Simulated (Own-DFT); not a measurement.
# Computed records: Si12O23 (quartz with two neutral oxygen vacancies, strained, atoms displaced)

All values are calculated (Own-DFT development build). A calculation, not a measurement: plane-wave PBE and HSE06 DFT by an unreviewed code, no spin, of a simulated cell at Gamma alone, so results move with cell size and shape, stress positive in tension, energies less offsets, not probed for a lower state with spin; oxygen file: force components 24 meV/angstrom off all-electron in a glass; k mesh not checked against a denser one; forces and stress are PBE's, HSE06 gives the energy alone, and its difference from PBE has offsets of its own; offsets are fitted by least squares, one for each functional and potential file, so energies compare only between cells with the same atoms and settings and are not formation energies; the far tail of each file's local potential was reset to the Coulomb form; each entry is a single point on an unrelaxed cell, so the pressure reflects the starting lattice, mostly measured values (interpolated for alloys), from which strain is counted, and rises with the displacements; printed positions are rounded, which can move forces by about a meV/angstrom; the program, named Own-DFT, is a retired in-house code; no spin-orbit coupling.

Common to all runs: first functional PBE; second functional HSE06; exact exchange share 0.25; screening 0.11 1/bohr; exchange divergence Gygi-Baldereschi; potential files PseudoDojo norm-conserving, scalar-relativistic, made for PBE, standard set; wave cutoff 48 hartree; occupations fixed; k mesh 1 x 1 x 1 centred on Gamma.

```yaml
- entry: 1
  formula: Si12O23
  kind: "quartz with two neutral oxygen vacancies, strained, atoms displaced"
  structure:
    cell_angstrom:
      - [9.678, 0.0029, 0.0409]
      - [-4.8365, 8.6282, 0.0593]
      - [0.0449, 0.1012, 10.8741]
    atoms_fractional:
      - [Si, 0.2311, 0.0011, 0.0005]
      - [Si, 0.00727, 0.23983, 0.32917]
      - [Si, 0.26313, 0.25907, 0.17331]
      - [O, 0.20761, 0.13385, 0.06114]
      - [O, 0.42492, 0.28792, 0.22437]
      - [O, 0.37336, 0.07811, 0.39127]
      - [O, 0.0795, 0.36569, 0.44096]
      - [O, 0.12823, 0.20461, 0.27326]
      - [O, 0.29234, 0.42558, 0.10596]
      - [Si, 0.23312, 0.00012, 0.4993]
      - [Si, 0.99907, 0.23377, 0.83265]
      - [Si, 0.27027, 0.26814, 0.6713]
      - [O, 0.20409, 0.13158, 0.56041]
      - [O, 0.42935, 0.29275, 0.72774]
      - [O, 0.3716, 0.07402, 0.89164]
      - [O, 0.07558, 0.36711, 0.93789]
      - [O, 0.13762, 0.21305, 0.77536]
      - [O, 0.29157, 0.42721, 0.60859]
      - [Si, 0.23073, 0.4984, 0.00302]
      - [Si, 0.00059, 0.73476, 0.33609]
      - [Si, 0.26112, 0.76665, 0.16448]
      - [O, 0.20893, 0.63351, 0.05555]
      - [O, 0.36673, 0.57684, 0.39834]
      - [O, 0.07634, 0.87048, 0.43954]
      - [O, 0.12821, 0.70288, 0.27797]
      - [O, 0.29251, 0.92246, 0.10459]
      - [Si, 0.22867, 0.4981, 0.49846]
      - [Si, 0.0031, 0.73644, 0.83405]
      - [Si, 0.26709, 0.76941, 0.66822]
      - [O, 0.20984, 0.63337, 0.55968]
      - [O, 0.42069, 0.7948, 0.73136]
      - [O, 0.36435, 0.57303, 0.89219]
      - [O, 0.07847, 0.86913, 0.93837]
      - [O, 0.13382, 0.70484, 0.77365]
      - [O, 0.28974, 0.92518, 0.60885]
      - [Si, 0.73891, 0.00288, 0.99946]
      - [Si, 0.49983, 0.2387, 0.33554]
      - [Si, 0.7706, 0.27012, 0.16599]
      - [O, 0.70527, 0.12947, 0.06003]
      - [O, 0.93584, 0.29734, 0.22828]
      - [O, 0.86832, 0.07572, 0.39051]
      - [O, 0.57503, 0.36482, 0.43772]
      - [O, 0.64075, 0.21349, 0.27804]
      - [O, 0.78649, 0.42431, 0.10765]
      - [Si, 0.73163, 0.99847, 0.50008]
      - [Si, 0.50066, 0.2357, 0.82995]
      - [Si, 0.75849, 0.25661, 0.66812]
      - [O, 0.71408, 0.13759, 0.55976]
      - [O, 0.92827, 0.29594, 0.72698]
      - [O, 0.86248, 0.06855, 0.90072]
      - [O, 0.57449, 0.36671, 0.94132]
      - [O, 0.63572, 0.20953, 0.77065]
      - [O, 0.79034, 0.42573, 0.60837]
      - [Si, 0.73482, 0.50249, 0.99586]
      - [Si, 0.50075, 0.73239, 0.33595]
      - [Si, 0.77134, 0.76848, 0.16684]
      - [O, 0.70399, 0.63361, 0.06064]
      - [O, 0.93002, 0.79864, 0.22485]
      - [O, 0.86612, 0.57702, 0.39498]
      - [O, 0.57125, 0.867, 0.44099]
      - [O, 0.79422, 0.92049, 0.10775]
      - [Si, 0.73306, 0.50165, 0.50193]
      - [Si, 0.49858, 0.7299, 0.83206]
      - [Si, 0.76438, 0.76397, 0.66797]
      - [O, 0.70403, 0.62702, 0.55849]
      - [O, 0.93315, 0.79567, 0.72811]
      - [O, 0.86058, 0.57522, 0.89942]
      - [O, 0.57102, 0.86755, 0.9422]
      - [O, 0.63491, 0.70672, 0.77375]
      - [O, 0.79257, 0.92582, 0.60846]
  results:
    "PBE_energy_of_cell_above_offsets [eV]": "-20.029"
    "HSE06_less_PBE_above_offsets [eV]": "0.007"
    "PBE_pressure [GPa]": 7.85
    "PBE_stress_xx [GPa]": -12.1
    "PBE_stress_yy [GPa]": -5.03
    "PBE_stress_zz [GPa]": -6.42
    "PBE_stress_yz [GPa]": 3.31
    "PBE_stress_xz [GPa]": 2.64
    "PBE_stress_xy [GPa]": 0.01
    force_element: [Si, Si, Si, O, O, O, O, O, O, Si, Si, Si, O, O, O, O, O, O, Si, Si, Si, O, O, O, O, O, Si, Si, Si, O, O, O, O, O, O, Si, Si, Si, O, O, O, O, O, O, Si, Si, Si, O, O, O, O, O, O, Si, Si, Si, O, O, O, O, O, Si, Si, Si, O, O, O, O, O, O]
    "force_x [eV/angstrom]": [2.269, -3.654, -0.872, -0.712, 1.013, -1.268, -1.725, 3.945, 0.933, 1.113, -0.959, -1.532, -0.131, -0.124, -0.8, -0.888, 0.522, 0.45, 1.274, -1.9, 3.913, -1.85, 0.855, -0.867, 1.944, -1.278, 1.649, -0.299, -0.621, -1.177, 2.771, 0.133, -1.075, -0.204, -0.292, -3.445, 1.932, -0.004, -0.561, -2.263, -0.206, -0.402, 0.357, 0.208, 1.17, 0.734, 2.474, -0.518, -0.285, 4.357, -0.675, -1.465, 0.435, -3.296, 0.399, -3.251, -0.02, 2.59, 0.002, -0.311, -1.247, 1.59, -1.717, 1.651, -2.284, -1.741, 4.246, 0.412, 0.503, 0.071]
    "force_y [eV/angstrom]": [0.516, -0.733, 1.737, 0.513, 0.704, -2.131, -2.201, -1.432, -1.706, 0.965, 0.268, -0.453, 1.367, 1.105, -0.505, -1.026, -1.191, -0.372, -0.442, 1.451, -2.8, 1.624, -0.902, -1.082, -0.431, 2.324, 1.056, -0.69, -2.54, 1.656, 0.515, -0.783, -1.049, -0.75, 1.229, -4.336, 0.109, -1.988, 2.115, 1.114, -0.006, 1.475, -0.168, 0.921, 0.685, 0.305, 3.518, -0.807, -0.386, 3.735, -1.299, -1.575, -0.943, -2.147, 1.558, -3.445, 0.183, 0.174, -0.436, 0.032, 3.124, -2.918, 2.354, -0.337, 3.736, 0.12, 3.482, -0.8, -0.816, -0.143]
    "force_z [eV/angstrom]": [-0.545, 5.005, -3.978, 0.658, 0.406, 1.504, -1.625, -0.772, 1.555, 0.086, 1.785, -3.452, 1.223, -1.307, 0.681, -0.274, 0.599, 0.164, -1.335, 0.351, 2.396, 1.19, -0.527, -0.7, -1.463, -1.051, 2.373, 1.442, -2.125, 1.274, 0.628, 0.148, -0.455, 0.658, -0.73, 3.993, -1.076, 0.079, 1.685, -2.584, 0.476, 1.309, -0.354, -0.54, -1.121, 3.803, -2.826, -0.457, -0.15, -5.37, -1.429, 2.494, 0.424, 4.993, -3.846, 0.942, 0.379, 1.541, -0.052, 0.48, -1.701, -1.068, 2.427, -1.81, 2.619, -1.346, -4.875, -1.002, 0.242, -0.066]
- entry: 2
  formula: Si12O23
  kind: "quartz with two neutral oxygen vacancies, strained, atoms displaced"
  structure:
    cell_angstrom:
      - [9.7443, -0.0126, 0.023]
      - [-4.883, 8.4944, 0.03]
      - [0.0253, 0.0527, 10.8403]
    atoms_fractional:
      - [Si, 0.24191, 0.00507, 0.00015]
      - [Si, 0.99566, 0.22669, 0.33429]
      - [Si, 0.2716, 0.26698, 0.16727]
      - [O, 0.21264, 0.13697, 0.06378]
      - [O, 0.4272, 0.29396, 0.22205]
      - [O, 0.35918, 0.06973, 0.39544]
      - [O, 0.07454, 0.37019, 0.44211]
      - [O, 0.12986, 0.20612, 0.2762]
      - [Si, 0.24013, 0.00734, 0.49933]
      - [Si, 0.00234, 0.2356, 0.83359]
      - [Si, 0.26568, 0.26644, 0.66422]
      - [O, 0.20204, 0.12848, 0.55518]
      - [O, 0.42913, 0.29098, 0.72515]
      - [O, 0.36189, 0.07462, 0.88826]
      - [O, 0.06394, 0.36303, 0.93908]
      - [O, 0.12579, 0.20225, 0.7725]
      - [O, 0.293, 0.42538, 0.60742]
      - [Si, 0.23759, 0.50644, 0.99849]
      - [Si, 0.00219, 0.74033, 0.33321]
      - [Si, 0.268, 0.77057, 0.16939]
      - [O, 0.43026, 0.79362, 0.22975]
      - [O, 0.36991, 0.56983, 0.39141]
      - [O, 0.07506, 0.87131, 0.44429]
      - [O, 0.1252, 0.69906, 0.27467]
      - [O, 0.29262, 0.92347, 0.10538]
      - [Si, 0.23703, 0.5052, 0.50583]
      - [Si, 0.99927, 0.73042, 0.83142]
      - [Si, 0.27225, 0.77176, 0.67038]
      - [O, 0.20336, 0.63432, 0.55766]
      - [O, 0.42978, 0.7911, 0.73019]
      - [O, 0.36233, 0.56329, 0.89124]
      - [O, 0.07351, 0.86874, 0.94085]
      - [O, 0.13648, 0.71075, 0.77787]
      - [O, 0.29616, 0.92518, 0.60882]
      - [Si, 0.73792, 0.00282, 0.99916]
      - [Si, 0.50018, 0.2354, 0.33685]
      - [Si, 0.76954, 0.25958, 0.16595]
      - [O, 0.70567, 0.12425, 0.06033]
      - [O, 0.92615, 0.29413, 0.2228]
      - [O, 0.86585, 0.06806, 0.39495]
      - [O, 0.56719, 0.35679, 0.44022]
      - [O, 0.63462, 0.20693, 0.27785]
      - [O, 0.79192, 0.42223, 0.10655]
      - [Si, 0.73521, 0.99335, 0.50009]
      - [Si, 0.50104, 0.23625, 0.83582]
      - [Si, 0.76592, 0.26895, 0.66566]
      - [O, 0.7168, 0.13349, 0.55678]
      - [O, 0.92316, 0.28861, 0.72566]
      - [O, 0.87118, 0.07244, 0.88841]
      - [O, 0.57349, 0.36233, 0.93683]
      - [O, 0.6318, 0.20249, 0.7724]
      - [O, 0.78329, 0.42583, 0.60973]
      - [Si, 0.73416, 0.49848, 0.00179]
      - [Si, 0.49891, 0.73323, 0.33238]
      - [Si, 0.77247, 0.77074, 0.16633]
      - [O, 0.70004, 0.63044, 0.06443]
      - [O, 0.93209, 0.79585, 0.2267]
      - [O, 0.87589, 0.57564, 0.39378]
      - [O, 0.57406, 0.87042, 0.44048]
      - [O, 0.63536, 0.70478, 0.2762]
      - [O, 0.79567, 0.9304, 0.11036]
      - [Si, 0.73495, 0.4949, 0.49994]
      - [Si, 0.49769, 0.72837, 0.83613]
      - [Si, 0.76258, 0.76367, 0.66738]
      - [O, 0.70688, 0.63472, 0.56218]
      - [O, 0.91691, 0.78546, 0.72742]
      - [O, 0.86378, 0.56491, 0.89005]
      - [O, 0.57098, 0.8607, 0.93901]
      - [O, 0.63025, 0.70119, 0.76945]
      - [O, 0.79732, 0.93107, 0.61004]
  results:
    "PBE_energy_of_cell_above_offsets [eV]": "-20.117"
    "HSE06_less_PBE_above_offsets [eV]": "-0.078"
    "PBE_pressure [GPa]": 8.63
    "PBE_stress_xx [GPa]": -11.32
    "PBE_stress_yy [GPa]": -7.26
    "PBE_stress_zz [GPa]": -7.32
    "PBE_stress_yz [GPa]": 2.34
    "PBE_stress_xz [GPa]": 0.37
    "PBE_stress_xy [GPa]": 0.49
    force_element: [Si, Si, Si, O, O, O, O, O, Si, Si, Si, O, O, O, O, O, O, Si, Si, Si, O, O, O, O, O, Si, Si, Si, O, O, O, O, O, O, Si, Si, Si, O, O, O, O, O, O, Si, Si, Si, O, O, O, O, O, O, Si, Si, Si, O, O, O, O, O, O, Si, Si, Si, O, O, O, O, O, O]
    "force_x [eV/angstrom]": [-2.463, -1.169, -5.487, 0.095, 4.11, 3.301, -0.319, 2.865, -0.838, -2.181, 0.339, -1.761, -1.094, 0.663, 0.573, 3.754, 0.185, -1.896, 0.142, 0.999, -1.666, -0.776, -0.438, 2.572, 0.096, 0.218, -2.232, -0.252, -0.644, -0.413, 1.345, 0.062, 2.158, -1.011, 1.945, -0.488, -3.963, -2.354, 3.639, 0.653, 0.478, 0.912, 0.11, -0.498, 0.642, 0.925, -1.42, 0.549, -1.27, -0.058, -0.183, 1.091, -0.332, 1.76, -1.258, 0.642, -0.528, -1.527, -1.065, 0.934, -0.096, -1.979, 1.157, -0.362, 0.469, 2.745, 0.005, 0.587, -1.325, 0.624]
    "force_y [eV/angstrom]": [-1.287, 3.606, 2.464, -1.746, 0.259, 2.273, -1.255, -0.366, -4.581, 0.691, -2.525, 3.422, 0.345, -0.698, 2.135, 0.068, 1.24, -2.103, 0.55, -4.301, 1.154, -0.807, -1.191, 0.482, 1.962, -1.526, 1.664, -2.594, 2.185, 0.339, 0.385, -0.6, -0.52, 2.554, -3.087, -2.061, -0.158, 2.619, -0.032, -0.53, 3.155, -0.308, -0.112, 1.128, -0.934, -2.974, 1.735, 0.904, -2.113, 2.114, -0.231, 0.156, 0.114, 0.421, -1.635, -0.271, 0.837, -1.705, -1.956, 0.35, 0.817, 2.594, 0.338, 0.676, -1.832, 0.517, 0.18, 1.187, -0.815, -0.766]
    "force_z [eV/angstrom]": [-0.269, 1.025, -1.397, -1.377, 2.647, -4.039, -0.873, -1.408, 2.94, -0.587, 1.028, 2.527, -0.84, -0.032, 1.421, -1.984, 0.211, 4.758, 2.554, -0.256, -1.653, 1.281, -1.019, -1.389, -0.223, -3.093, 1.709, -0.734, 2.028, -0.706, -1.809, -0.357, -0.947, -1.336, -2.258, -3.057, -0.468, 1.418, 2.181, -1.048, 2.755, -0.971, 0.059, 1.086, -2.728, -0.368, 0.966, 0.018, 1.633, 2.426, 0.364, 0.954, -0.219, 2.054, 0.789, -0.643, -1.103, 1.216, -1.016, -0.593, -0.7, -1.726, -0.554, -1.47, -1.972, 1.14, 0.355, 1.292, 1.761, 0.623]
- entry: 3
  formula: Si12O23
  kind: "quartz with two neutral oxygen vacancies, strained, atoms displaced"
  structure:
    cell_angstrom:
      - [9.6609, 0.0525, -0.1933]
      - [-4.785, 8.5929, 0.096]
      - [-0.2127, -0.0008, 10.6991]
    atoms_fractional:
      - [Si, 0.23654, 0.0005, 0.99822]
      - [Si, 0.99127, 0.23297, 0.33332]
      - [Si, 0.26639, 0.27351, 0.16275]
      - [O, 0.20815, 0.13611, 0.05577]
      - [O, 0.42407, 0.29133, 0.21965]
      - [O, 0.36536, 0.07588, 0.39228]
      - [O, 0.06839, 0.36502, 0.4414]
      - [O, 0.13194, 0.20928, 0.27265]
      - [O, 0.29275, 0.42324, 0.10687]
      - [Si, 0.23884, 0.99621, 0.50232]
      - [Si, 0.00136, 0.23463, 0.83114]
      - [Si, 0.25866, 0.25879, 0.66608]
      - [O, 0.20911, 0.13468, 0.5602]
      - [O, 0.42513, 0.29179, 0.72617]
      - [O, 0.3741, 0.07533, 0.8918]
      - [O, 0.07194, 0.36241, 0.93909]
      - [O, 0.13536, 0.20567, 0.77538]
      - [O, 0.28862, 0.43187, 0.60403]
      - [Si, 0.23462, 0.49672, 0.9988]
      - [Si, 0.99691, 0.73425, 0.33179]
      - [Si, 0.26759, 0.76518, 0.16732]
      - [O, 0.20213, 0.6286, 0.05901]
      - [O, 0.42849, 0.79874, 0.22708]
      - [O, 0.36318, 0.57161, 0.39217]
      - [O, 0.07029, 0.85877, 0.43816]
      - [O, 0.14343, 0.71112, 0.26804]
      - [O, 0.29506, 0.92829, 0.1127]
      - [Si, 0.23445, 0.49886, 0.5037]
      - [Si, 0.99652, 0.73199, 0.83623]
      - [Si, 0.27067, 0.76854, 0.66909]
      - [O, 0.21007, 0.63001, 0.55478]
      - [O, 0.42363, 0.79461, 0.72938]
      - [O, 0.37073, 0.57583, 0.89631]
      - [O, 0.06852, 0.86619, 0.93818]
      - [O, 0.13602, 0.70742, 0.77393]
      - [O, 0.29285, 0.92758, 0.60863]
      - [Si, 0.7376, 0.00307, 0.00125]
      - [Si, 0.50027, 0.24112, 0.33713]
      - [Si, 0.76021, 0.26523, 0.1709]
      - [O, 0.70504, 0.13178, 0.06026]
      - [O, 0.9246, 0.28843, 0.22229]
      - [O, 0.8718, 0.07767, 0.38702]
      - [O, 0.57032, 0.36131, 0.44204]
      - [O, 0.63921, 0.20888, 0.27099]
      - [O, 0.79084, 0.42766, 0.1062]
      - [Si, 0.73633, 0.00173, 0.50076]
      - [Si, 0.49924, 0.22928, 0.83007]
      - [Si, 0.76657, 0.26232, 0.66982]
      - [O, 0.92848, 0.28915, 0.7279]
      - [O, 0.86998, 0.07373, 0.89759]
      - [O, 0.57613, 0.36591, 0.93845]
      - [O, 0.63394, 0.20462, 0.77274]
      - [O, 0.79479, 0.42715, 0.60645]
      - [Si, 0.72939, 0.49873, 0.99856]
      - [Si, 0.50816, 0.74206, 0.33294]
      - [Si, 0.76244, 0.76379, 0.16765]
      - [O, 0.7031, 0.63079, 0.05806]
      - [O, 0.925, 0.79091, 0.22938]
      - [O, 0.86342, 0.56867, 0.39008]
      - [O, 0.57875, 0.87063, 0.43791]
      - [O, 0.63388, 0.70734, 0.27635]
      - [O, 0.80289, 0.93108, 0.10836]
      - [Si, 0.7296, 0.49857, 0.50156]
      - [Si, 0.49973, 0.73149, 0.83347]
      - [Si, 0.76096, 0.7659, 0.66796]
      - [O, 0.70728, 0.63556, 0.56216]
      - [O, 0.9268, 0.79622, 0.72634]
      - [O, 0.86617, 0.57663, 0.89428]
      - [O, 0.57049, 0.86445, 0.93469]
      - [O, 0.62345, 0.70403, 0.77447]
  results:
    "PBE_energy_of_cell_above_offsets [eV]": "-18.142"
    "HSE06_less_PBE_above_offsets [eV]": "-0.313"
    "PBE_pressure [GPa]": 11.29
    "PBE_stress_xx [GPa]": -14.89
    "PBE_stress_yy [GPa]": -6.61
    "PBE_stress_zz [GPa]": -12.38
    "PBE_stress_yz [GPa]": 1.56
    "PBE_stress_xz [GPa]": -7.41
    "PBE_stress_xy [GPa]": 1.68
    force_element: [Si, Si, Si, O, O, O, O, O, O, Si, Si, Si, O, O, O, O, O, O, Si, Si, Si, O, O, O, O, O, O, Si, Si, Si, O, O, O, O, O, O, Si, Si, Si, O, O, O, O, O, O, Si, Si, Si, O, O, O, O, O, Si, Si, Si, O, O, O, O, O, O, Si, Si, Si, O, O, O, O, O]
    "force_x [eV/angstrom]": [-0.231, 4.458, -1.262, -0.202, 2.982, 0.394, -0.308, 0.767, -0.841, -3.73, 1.86, -0.694, 0.058, -0.154, -1.08, -0.045, 0.41, 5.63, -1.181, 4.438, -0.898, 0.142, 2.557, 1.068, 0.867, -4.095, -0.294, -2.634, 1.742, -4.309, -2.799, 3.391, -0.403, 0.668, -0.505, 2.268, -1.048, 0.663, 1.541, -0.888, -0.546, -2.184, -0.498, -4.417, 1.056, 2.103, 0.212, -1.236, -1.116, 0.493, -1.455, 1.067, 1.158, 1.34, -2.725, -0.606, -1.187, -1.653, -0.644, -1.121, 2.049, 0.133, 1.114, -2.561, -2.302, -0.308, 0.193, -0.422, 0.876, 4.883]
    "force_y [eV/angstrom]": [0.473, 3.019, -6.753, 0.159, 0.647, 0.093, -0.099, 0.318, 4.496, 1.748, -2.498, 2.796, -1.748, 0.825, -2.119, 0.599, -0.451, -5.453, 1.768, -3.199, -0.766, 0.428, 0.837, 1.708, 2.375, -1.218, 0.907, 1.212, 0.267, -3.454, 4.573, 1.146, -1.219, 1.281, -0.099, -0.948, -0.928, -3.48, 0.829, 0.738, 1.428, -4.405, 1.862, -1.164, -0.664, 1.732, 1.697, -1.161, 1.816, 0.684, -1.991, -0.471, -1.135, 1.314, -3.583, -0.21, 1.438, 1.318, -0.08, 0.1, -0.405, -0.885, 2.136, 0.281, 2.235, -1.396, 0.458, -1.247, 2.253, -0.768]
    "force_z [eV/angstrom]": [0.207, 0.251, 2.203, -0.251, 1.642, 0.165, 0.028, -0.595, -1.381, -3.884, 4.071, -0.489, -1.549, -1.009, 1.134, 0.35, -0.077, 7.062, -0.773, 1.405, -3.097, 0.039, 0.13, -0.79, 2.17, 3.499, -1.161, -7.779, -0.796, -2.718, 2.89, 0.596, 0.194, 1.06, 0.164, 2.617, -1.035, -3.558, -4.731, 0.326, -1.456, 2.78, 1.945, 4.477, 1.36, 2.836, 1.988, -3.472, -2.426, -1.174, -1.549, -0.132, 1.598, -0.352, 1.514, -1.321, 0.88, -2.773, 0.539, 0.38, -1.006, 0.748, -1.428, 2.076, -1.211, -1.109, -0.289, 0.323, 2.116, -2.395]
- entry: 4
  formula: Si12O23
  kind: "quartz with two neutral oxygen vacancies, strained, atoms displaced"
  structure:
    cell_angstrom:
      - [9.631, -0.1416, -0.1335]
      - [-4.9381, 8.6908, 0.1]
      - [-0.1469, 0.0422, 10.6533]
    atoms_fractional:
      - [Si, 0.24041, 0.00444, 0.99893]
      - [Si, 0.00272, 0.2373, 0.33102]
      - [Si, 0.26734, 0.27042, 0.17015]
      - [O, 0.20814, 0.13187, 0.05696]
      - [O, 0.42891, 0.29633, 0.22734]
      - [O, 0.3656, 0.07499, 0.39434]
      - [O, 0.07435, 0.36568, 0.43552]
      - [O, 0.14, 0.20728, 0.27433]
      - [O, 0.29715, 0.42871, 0.10354]
      - [Si, 0.23473, 0.00054, 0.50122]
      - [Si, 0.00261, 0.23536, 0.83725]
      - [Si, 0.26516, 0.26921, 0.6653]
      - [O, 0.2084, 0.13317, 0.56282]
      - [O, 0.36554, 0.07227, 0.8937]
      - [O, 0.0753, 0.36613, 0.94404]
      - [O, 0.29213, 0.4288, 0.60566]
      - [Si, 0.23559, 0.49857, 0.00211]
      - [Si, 0.00489, 0.74036, 0.33808]
      - [Si, 0.26478, 0.76439, 0.16712]
      - [O, 0.21246, 0.63066, 0.06237]
      - [O, 0.42699, 0.79679, 0.2224]
      - [O, 0.36445, 0.57307, 0.39201]
      - [O, 0.07275, 0.86105, 0.43745]
      - [O, 0.13287, 0.70915, 0.27763]
      - [O, 0.29097, 0.92759, 0.10655]
      - [Si, 0.23752, 0.49651, 0.49492]
      - [Si, 0.00801, 0.7363, 0.83262]
      - [Si, 0.2619, 0.76507, 0.66657]
      - [O, 0.20228, 0.63204, 0.55949]
      - [O, 0.42937, 0.79104, 0.72861]
      - [O, 0.36181, 0.57419, 0.8922]
      - [O, 0.07356, 0.86372, 0.94502]
      - [O, 0.13733, 0.70432, 0.76885]
      - [O, 0.2964, 0.93328, 0.60576]
      - [Si, 0.74062, 0.00088, 0.00039]
      - [Si, 0.50168, 0.23864, 0.32992]
      - [Si, 0.75845, 0.25756, 0.16646]
      - [O, 0.70524, 0.13197, 0.06408]
      - [O, 0.93023, 0.29282, 0.23036]
      - [O, 0.86197, 0.07292, 0.39019]
      - [O, 0.57768, 0.36432, 0.44487]
      - [O, 0.63171, 0.20637, 0.27371]
      - [O, 0.79683, 0.43056, 0.10929]
      - [Si, 0.73448, 0.00115, 0.49854]
      - [Si, 0.49674, 0.22947, 0.83565]
      - [Si, 0.76168, 0.26248, 0.66656]
      - [O, 0.706, 0.12531, 0.56212]
      - [O, 0.91767, 0.29094, 0.72709]
      - [O, 0.87213, 0.07492, 0.89286]
      - [O, 0.57266, 0.36791, 0.93753]
      - [O, 0.62532, 0.20001, 0.77199]
      - [O, 0.78929, 0.42015, 0.60945]
      - [Si, 0.73716, 0.49724, 0.00212]
      - [Si, 0.49308, 0.73083, 0.33187]
      - [Si, 0.76766, 0.76688, 0.16407]
      - [O, 0.70929, 0.63356, 0.05682]
      - [O, 0.93215, 0.79509, 0.2285]
      - [O, 0.86555, 0.57794, 0.39283]
      - [O, 0.57652, 0.86776, 0.44152]
      - [O, 0.63466, 0.71078, 0.27061]
      - [O, 0.78996, 0.92142, 0.11109]
      - [Si, 0.73978, 0.50189, 0.49997]
      - [Si, 0.49739, 0.73086, 0.83848]
      - [Si, 0.77105, 0.76834, 0.66624]
      - [O, 0.70372, 0.62767, 0.55963]
      - [O, 0.93199, 0.79059, 0.72753]
      - [O, 0.8655, 0.57311, 0.89346]
      - [O, 0.57079, 0.86488, 0.94132]
      - [O, 0.63467, 0.70848, 0.77466]
      - [O, 0.79359, 0.92284, 0.60478]
  results:
    "PBE_energy_of_cell_above_offsets [eV]": "-19.092"
    "HSE06_less_PBE_above_offsets [eV]": "-0.581"
    "PBE_pressure [GPa]": 12.75
    "PBE_stress_xx [GPa]": -14.45
    "PBE_stress_yy [GPa]": -9.39
    "PBE_stress_zz [GPa]": -14.42
    "PBE_stress_yz [GPa]": 3.32
    "PBE_stress_xz [GPa]": -3.76
    "PBE_stress_xy [GPa]": -2.43
    force_element: [Si, Si, Si, O, O, O, O, O, O, Si, Si, Si, O, O, O, O, Si, Si, Si, O, O, O, O, O, O, Si, Si, Si, O, O, O, O, O, O, Si, Si, Si, O, O, O, O, O, O, Si, Si, Si, O, O, O, O, O, O, Si, Si, Si, O, O, O, O, O, O, Si, Si, Si, O, O, O, O, O, O]
    "force_x [eV/angstrom]": [-2.407, 1.948, -0.148, -0.904, 0.505, 0.571, -0.579, -1.788, 2.155, -1.39, 2.834, 0.76, -0.619, 1.218, -1.84, 1.488, -0.896, -0.574, -3.596, -1.183, 2.803, 1.233, -0.113, 2.208, 1.799, -3.848, -0.114, 3.382, 0.868, -1.294, 0.148, -0.348, -2.526, 1.958, -1.788, 0.657, 1.058, 0.771, -3.152, 1.386, -1.388, 0.381, 1.876, 1.168, -2.276, -2.473, -1.364, 4.194, -0.551, -0.612, 0.441, 0.079, -1.689, 2.556, 0.99, -0.24, -0.85, 0.943, -2.242, -0.925, -0.389, -0.612, 1.621, -1.817, -0.285, -0.084, 1.303, 0.256, 0.714, 0.632]
    "force_y [eV/angstrom]": [-0.854, -3.147, -1.407, 2.104, 1.582, 0.927, 0.026, -0.658, -1.316, 1.127, 1.656, -1.295, -0.355, -0.802, -1.191, -0.001, 2.022, -3.717, 0.041, 0.634, 0.718, -0.058, 4.177, -0.482, -1.261, 2.349, -1.344, 1.306, -0.965, 0.851, -1.437, -0.737, -1.124, -2.244, -0.306, -1.133, 3.523, -2.267, 1.363, 1.132, -1.686, -0.658, -2.562, 0.217, 2.568, -1.909, 1.569, 0.781, -1.717, -0.851, -0.524, 1.352, 2.247, 2.875, -2.741, 0.041, 0.779, -0.172, -3.278, -0.75, 2.834, 0.335, 1.117, -2.249, 1.162, 1.239, 0.789, 1.034, -0.125, 0.849]
    "force_z [eV/angstrom]": [1.387, 2.482, -4.409, 1.439, -1.284, -1.282, 0.712, 1.811, 2.748, -1.074, -3.853, 4.394, -0.897, -1.062, -0.135, 0.994, -1.077, -2.814, -1.536, 0.265, 1.282, -1.73, 4.479, -1.025, 1.812, 2.582, 2.761, -3.579, -1.145, -1.46, 0.176, -1.087, 3.285, 2.669, 0.412, 4.207, 0.404, -2.391, -3.848, -1.166, -1.551, 0.341, 2.343, 1.024, -2.59, -1.773, 0.65, 2.417, 0.911, 0.053, 0.087, -0.285, -1.11, 0.383, 0.534, 0.192, -1.38, -0.735, -2.062, 0.929, -1.079, 1.417, -1.315, -0.528, 0.893, -1.423, -1.098, 1.059, 0.062, 0.189]
```
